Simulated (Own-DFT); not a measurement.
Simulation results for GaP (zincblende, atoms displaced)

Computed with Own-DFT development build. A calculation, not a measurement: plane-wave PBE density functional theory by an unreviewed code, no spin, of a simulated periodic cell, stress positive in tension, free energy of the whole cell less one offset for each atom, forces on such cells passed a denser k mesh, this cell's mesh not checked; offsets are fitted by least squares, one for each functional and potential file, so energies compare only between cells with the same atoms and settings and are not formation energies; the far tail of each file's local potential was reset to the Coulomb form; each entry is a single point on an unrelaxed cell, so the pressure reflects the starting lattice, mostly measured values (interpolated for alloys), from which strain is counted, and rises with the displacements; printed positions are rounded, which can move forces by about a meV/angstrom; the program, named Own-DFT, is a retired in-house code; no spin-orbit coupling.

Common to all runs: functional PBE; potential files PseudoDojo norm-conserving, scalar-relativistic, standard set; wave cutoff 42 hartree; occupations Fermi-Dirac; smearing width 0.1 eV; hardware one NVIDIA H200; k mesh 2 x 3 x 3 centred on Gamma.

(1) 
```xyz
96
Lattice="16.3515 0.0000 0.0000 0.0000 10.9010 0.0000 0.0000 0.0000 10.9010" Properties=species:S:1:pos:R:3:force_x:R:1:force_y:R:1:force_z:R:1 formula=GaP free_energy_of_cell_above_offsets=-37.674 pressure=5.18 stress_xx=-5.16 stress_yy=-5.24 stress_zz=-5.14 stress_yz=-0.82 stress_xz=0.49 stress_xy=0.32 wall_time=978.9
Ga     0.1504     0.0961    10.7706      0.549     -1.231      2.102
Ga     0.0802     2.7265     2.8048      0.045      -0.15      -0.77
Ga     2.8062    10.8011     2.6285     -0.108     -0.711     -0.327
Ga     2.7902     2.7061     0.0450     -0.681       0.12     -0.819
P      1.5002     1.3188     1.3911     -0.894      0.633     -0.222
P      1.2206     4.2267     4.1515      2.355     -1.242     -1.337
P      3.8825     1.3816     3.9799      1.284      0.208      0.759
P      4.0110     4.2195     1.3822      1.198      -2.13     -0.603
Ga    16.2531     0.0024     5.4617      1.364     -1.412      0.394
Ga     0.1275     2.8252     8.1159     -1.784     -2.513     -1.025
Ga     2.6698    10.8703     8.1178      0.676     -1.373     -0.299
Ga     2.6587     2.7714     5.3942     -0.494      0.177     -0.282
P      1.5048     1.2740     6.7674     -2.087      1.188     -0.633
P      1.2743     4.0367     9.4331       3.13      1.092      1.335
P      3.9110     1.1629     9.5473      2.401      1.276      0.572
P      4.0489     3.9937     6.7834      0.398      0.433      0.182
Ga     0.1924     5.4123    10.8288     -1.264      1.178      1.041
Ga    16.2073     8.2690     2.7596       0.91     -1.965      0.756
Ga     2.8481     5.5052     2.6715     -1.516      0.917      2.237
Ga     2.8651     8.1754    10.8194     -1.471      1.004      1.428
P      1.4573     6.8333     1.4601     -0.907       0.65     -1.234
P      1.3965     9.5059     3.9318     -0.027      -0.06      1.714
P      4.0461     6.8999     4.2206      3.571     -3.415     -3.647
P      4.2780     9.4452     1.3862     -0.365      0.371     -0.367
Ga     0.0340     5.4690     5.4701     -1.011      0.835      1.555
Ga     0.0237     8.2234     8.2982     -0.707     -1.035     -0.871
Ga     2.8079     5.5120     8.0915     -0.309     -0.781      0.847
Ga     2.8644     8.0568     5.3702     -4.196      2.934        2.2
P      1.3899     6.8451     6.8956     -0.135      0.346     -0.857
P      1.3440     9.5555     9.4649      1.333     -0.212      0.985
P      4.1274     6.8241     9.6219     -0.415     -0.557     -2.045
P      4.1231     9.4801     6.6489     -1.166      -0.61      2.208
Ga     5.6466    10.8992     0.0661     -1.463     -0.639     -0.943
Ga     5.3761     2.7156     2.7191      -0.81      1.904      1.762
Ga     7.9287     0.0276     2.4973      2.828     -1.011      1.372
Ga     8.1137     2.6435     0.0200      0.468      0.862      0.146
P      6.6466     1.4785     1.4777       1.09     -0.016     -2.282
P      6.8876     4.1690     4.1504     -1.538     -1.367      0.262
P      9.6194     1.5577     4.0686     -1.404     -2.822      1.162
P      9.5149     4.1106     1.4041     -0.059     -0.142     -1.306
Ga     5.2332     0.0651     5.5089      0.939      0.403     -2.183
Ga     5.4199     2.5338     8.0105     -1.435      1.794      2.876
Ga     8.1743     0.0970     8.0242     -1.651     -0.359       1.36
Ga     8.3294     2.7959     5.5543     -1.865     -1.087     -1.266
P      6.6282     1.2486     6.8242      2.324      0.236     -1.818
P      6.8502     4.1429     9.6550     -1.214     -0.548     -0.776
P      9.4233     1.4385     9.3258     -0.177     -1.181       2.74
P      9.5756     3.9785     6.8743      0.926      2.028      0.746
Ga     5.3238     5.4939     0.0386       1.74      -0.41       0.15
Ga     5.6539     8.0849     2.7399     -1.866      2.021      2.501
Ga     8.0895     5.3852     2.7031      0.057      1.123     -0.634
Ga     8.1719     8.1638    10.7640      1.013     -0.741      0.981
P      6.7161     6.9369     1.3346      2.279     -2.551     -1.547
P      6.8738     9.6515     4.1213     -0.703     -0.461      0.075
P      9.5032     6.7512     4.0302      0.385      0.265       -0.5
P      9.6896     9.5145     1.1302     -3.235     -0.837       2.52
Ga     5.3936     5.4640     5.5289     -0.692     -1.139     -1.294
Ga     5.3780     8.1026     8.1532      1.407      0.285     -0.566
Ga     8.2313     5.4929     8.3057     -0.948      -1.41     -1.492
Ga     8.2893     8.1629     5.3491     -0.694      0.608      0.691
P      6.8432     6.6125     6.6809      1.207       2.34      2.011
P      6.9255     9.4990     9.5297     -1.082      1.103     -1.491
P      9.6033     6.7704     9.4429     -1.303     -0.353      2.292
P      9.5297     9.7923     6.8368     -1.507     -4.707      1.192
Ga    10.8415    10.8204    10.8168      1.208      2.812     -1.053
Ga    10.8179     2.7133     2.6812      1.622      1.028     -0.394
Ga    13.6834    10.8702     2.6472     -1.712      0.209      0.891
Ga    13.7704     2.8084     0.0717     -0.765     -0.786     -0.478
P     12.2682     1.4202     1.3556     -0.122     -0.465     -0.487
P     12.1838     4.2772     3.9676      0.582     -3.001      0.557
P     15.1595     1.1825     3.9262     -1.465      1.763      1.014
P     15.0642     4.0936     1.4155      0.821      0.398      0.013
Ga    10.8531    10.8318     5.6745      3.033      2.199     -4.081
Ga    10.8776     2.6185     8.2252      2.323      1.248     -0.899
Ga    13.6193     0.1528     8.0094      2.051     -3.424      2.995
Ga    13.7102     2.7522     5.5936     -0.566     -0.431     -3.443
P     12.4655     1.3022     6.7157     -3.426      1.535     -0.584
P     12.3939     4.0846     9.4971      -0.84     -0.521      0.359
P     15.0526     1.2352     9.6790     -1.456      2.005      -2.35
P     14.9078     4.0722     6.8127      2.221      0.873      0.527
Ga    10.9313     5.4571    10.8640      0.558     -0.382        0.2
Ga    10.8663     8.1346     2.6364      0.513      0.292      0.694
Ga    13.6572     5.3817     2.7729       -0.3      0.781     -1.982
Ga    13.6532     8.3413     0.1308     -0.492     -1.248     -2.192
P     12.2969     6.9459     1.2339     -0.255     -1.926      1.257
P     12.2853     9.4303     4.1614     -0.362      0.611     -0.372
P     14.8241     6.6209     4.2096      2.663       0.15     -1.515
P     14.9285     9.4712     1.4363      1.745      1.884      -0.98
Ga    10.9321     5.4250     5.3459     -0.808      1.003      2.047
Ga    10.7404     8.1023     8.2181      0.367      3.115     -0.153
Ga    13.5914     5.4600     8.0272     -0.015      0.872      1.607
Ga    13.7635     8.0193     5.3962     -3.125      1.046      1.172
P     12.0943     6.9083     7.0458      1.683     -1.445     -3.418
P     12.1332     9.4151     9.6337      1.257      0.964     -1.805
P     14.9947     6.8868     9.5862     -0.188     -0.839      0.117
P     14.9997     9.2724     6.7381      0.555      2.522      1.016
```

Units: free_energy_of_cell_above_offsets in eV; pressure, stress_xx, stress_yy, stress_zz, stress_yz, stress_xz, stress_xy in GPa; wall_time in s; force_x, force_y, force_z in eV/Å.

(2) 
```xyz
96
Lattice="16.3515 0.0000 0.0000 0.0000 10.9010 0.0000 0.0000 0.0000 10.9010" Properties=species:S:1:pos:R:3:force_x:R:1:force_y:R:1:force_z:R:1 formula=GaP free_energy_of_cell_above_offsets=-37.222 pressure=5.2 stress_xx=-5.19 stress_yy=-5.21 stress_zz=-5.2 stress_yz=-1.51 stress_xz=-0.66 stress_xy=0.22 wall_time=970.2
Ga    16.2114     0.0724    10.7465      1.934     -2.648       3.43
Ga    16.3094     2.6755     2.6856      0.158     -0.338      2.002
Ga     2.7389     0.0328     2.7143     -0.291     -0.524     -1.114
Ga     2.7703     2.6222     0.0740     -0.711      0.127      -1.68
P      1.1818     1.4478     1.2438      1.268     -1.712      0.442
P      1.3650     4.1611     4.1551     -0.765     -2.276     -0.639
P      4.0376     1.4323     4.0228       0.21     -0.132       0.69
P      4.0873     3.9667     1.1998      1.279      1.853      2.104
Ga    16.2591     0.0419     5.3210      4.788      -2.47      1.949
Ga    16.1965     2.5847     8.1905      1.173      1.051      0.084
Ga     2.7690     0.0089     8.3589     -1.639      1.244     -0.599
Ga     2.6818     2.8099     5.4847     -1.046     -1.883     -0.916
P      1.2295     1.3608     6.7545      1.104     -0.382      0.401
P      1.4498     4.0746     9.4798     -1.084     -0.151      0.338
P      4.1615     1.3932     9.4601      0.251     -0.257      1.833
P      3.9983     3.8391     6.8335      1.424      3.526       0.82
Ga    16.3344     5.4777     0.0634     -0.255      -1.31     -1.992
Ga     0.1527     8.0110     2.8487     -0.381      0.435     -2.416
Ga     2.6595     5.3740     2.9043      1.984      0.681     -2.158
Ga     2.6179     8.0866    10.8205      0.142      0.745      0.725
P      1.3590     6.6304     1.3134      0.844      1.528      1.391
P      1.3716     9.4457     3.9917      0.574      1.714      1.149
P      4.1039     6.8344     4.1442     -0.673      -0.42      0.289
P      4.2517     9.3606     1.3757     -2.958      2.089     -1.463
Ga     0.1257     5.4684     5.3926     -1.826      0.449      1.456
Ga    16.3492     8.2775     8.1788     -0.977     -1.131     -0.244
Ga     2.7309     5.6117     8.1522      0.027     -1.728     -0.095
Ga     2.7878     8.2838     5.4808     -0.289       -0.3      0.288
P      1.3323     6.8603     6.8169      0.229      0.593     -0.207
P      1.2406     9.6265     9.5175      1.061     -0.642      0.884
P      4.0727     6.8659     9.5302      0.055      0.699     -1.091
P      3.9920     9.6930     7.0040      0.552     -0.507     -2.629
Ga     5.4810     0.0278     0.1505     -0.171     -0.427     -1.358
Ga     5.5806     2.7352     2.7821     -0.749      0.573     -0.539
Ga     8.2182    10.8349     2.5966     -4.358      2.647      5.136
Ga     8.1189     2.5085     0.1810       0.24      2.773     -1.206
P      6.9114     1.2937     1.4437     -2.623      0.003      0.999
P      6.7806     4.2891     4.0811      0.424     -1.707      0.751
P      9.3463     1.2677     3.9736      2.294      1.265      1.542
P      9.5085     3.9961     1.3075     -0.935      0.624      0.939
Ga     5.4125    10.8569     5.3720     -0.531      1.525      1.237
Ga     5.5046     2.8241     8.1932      1.065     -0.432      0.192
Ga     8.0466    10.8467     8.0873      1.399     -0.534      1.287
Ga     8.3858     2.7812     5.5254     -1.337      0.194     -0.772
P      6.9664     1.3999     6.7982     -1.826      0.634     -0.658
P      6.7743     4.2255     9.7304       1.51     -2.334     -1.784
P      9.3812     1.4542     9.6711      1.984       -1.9     -2.227
P      9.4472     4.2975     6.9502      1.818     -2.235     -1.163
Ga     5.5385     5.6556    10.7387     -1.788     -0.224      1.757
Ga     5.3488     8.2106     2.8040      2.005     -1.242      1.015
Ga     8.0544     5.5293     2.6624      0.994     -0.425     -0.269
Ga     8.2831     8.1969    10.8269     -1.455      0.122      0.913
P      6.7488     6.8419     1.3399      0.435      1.281      0.095
P      6.7698     9.5696     4.1589      0.839     -0.658     -1.195
P      9.5069     6.7397     4.0463     -0.381      1.547     -0.842
P      9.2643     9.7371     1.3984       5.53     -5.565     -4.208
Ga     5.4856     5.5361     5.5761     -2.029     -2.084      -1.21
Ga     5.3910     8.3453     8.0978       0.62     -1.581      0.483
Ga     8.2133     5.4605     8.2715     -2.942      0.798      0.213
Ga     8.2350     8.2587     5.4795     -0.647     -1.236     -1.028
P      6.7310     6.8584     6.6797      1.631      1.438       2.72
P      6.7822     9.4613     9.5547      0.071      1.044       0.09
P      9.4469     6.8047     9.5189      1.942     -0.487      1.071
P      9.5766     9.3659     6.8510        0.2      2.143      0.347
Ga    10.9716    10.8036     0.1680     -2.042      0.051     -1.711
Ga    10.8413     2.8326     2.7570     -1.011     -1.601     -0.179
Ga    13.5844    10.8915     2.3027     -1.649      1.589      3.779
Ga    13.8209     2.8557     0.0033     -3.154     -1.671     -1.681
P     12.0254     1.3222     1.4088      2.038      2.484      0.048
P     12.1346     4.0229     4.1014      1.505       0.74      0.959
P     15.0271     1.1788     4.2477     -3.786      3.747     -5.152
P     15.0867     3.9485     1.3042     -0.201      2.653      2.057
Ga    10.9619    10.8706     5.4264     -1.367     -0.356     -0.251
Ga    10.9101     2.7352     8.1514     -1.423      0.017      0.734
Ga    13.8031     0.0333     8.3054         -3     -1.706     -2.353
Ga    13.6934     2.6801     5.4443     -1.242     -0.378     -0.221
P     12.1244     1.3869     6.7849      1.686     -0.454      0.317
P     12.3257     4.1205     9.3301     -0.239     -0.654      2.163
P     14.9478     1.2280     9.6237     -1.194      4.071      -0.83
P     14.8920     4.0008     6.8362      1.502      0.698     -0.675
Ga    10.8961     5.2543     0.0546      0.508      1.257     -1.138
Ga    10.9324     8.3245     2.7131      -2.05     -1.545     -0.902
Ga    13.5830     5.4472     2.8100     -0.235     -0.065     -0.911
Ga    13.5756     8.0513     0.0448       0.44      1.195     -1.144
P     12.2179     6.9067     1.3018     -1.166     -2.023      1.446
P     12.1843     9.4327     4.0798      1.803       2.03      0.085
P     15.0608     6.8518     4.0401     -0.859     -1.377      0.958
P     14.7984     9.5047     1.3704      3.842     -2.156     -1.579
Ga    10.7213     5.4360     5.4226      1.324      0.521      0.465
Ga    10.8767     8.0882     8.2545      0.554      0.346     -0.038
Ga    13.5639     5.4224     7.9801     -0.075       1.46      0.047
Ga    13.7605     8.2871     5.3298     -0.651     -0.242      0.811
P     12.2398     6.9596     6.7231      0.414     -0.935     -0.327
P     12.2105     9.5120     9.6331      0.629     -0.189       -0.8
P     14.8375     6.7081     9.5860      1.188      0.496     -1.004
P     15.1103     9.6831     6.6968     -1.479     -1.468      1.662
```

Units: free_energy_of_cell_above_offsets in eV; pressure, stress_xx, stress_yy, stress_zz, stress_yz, stress_xz, stress_xy in GPa; wall_time in s; force_x, force_y, force_z in eV/Å.
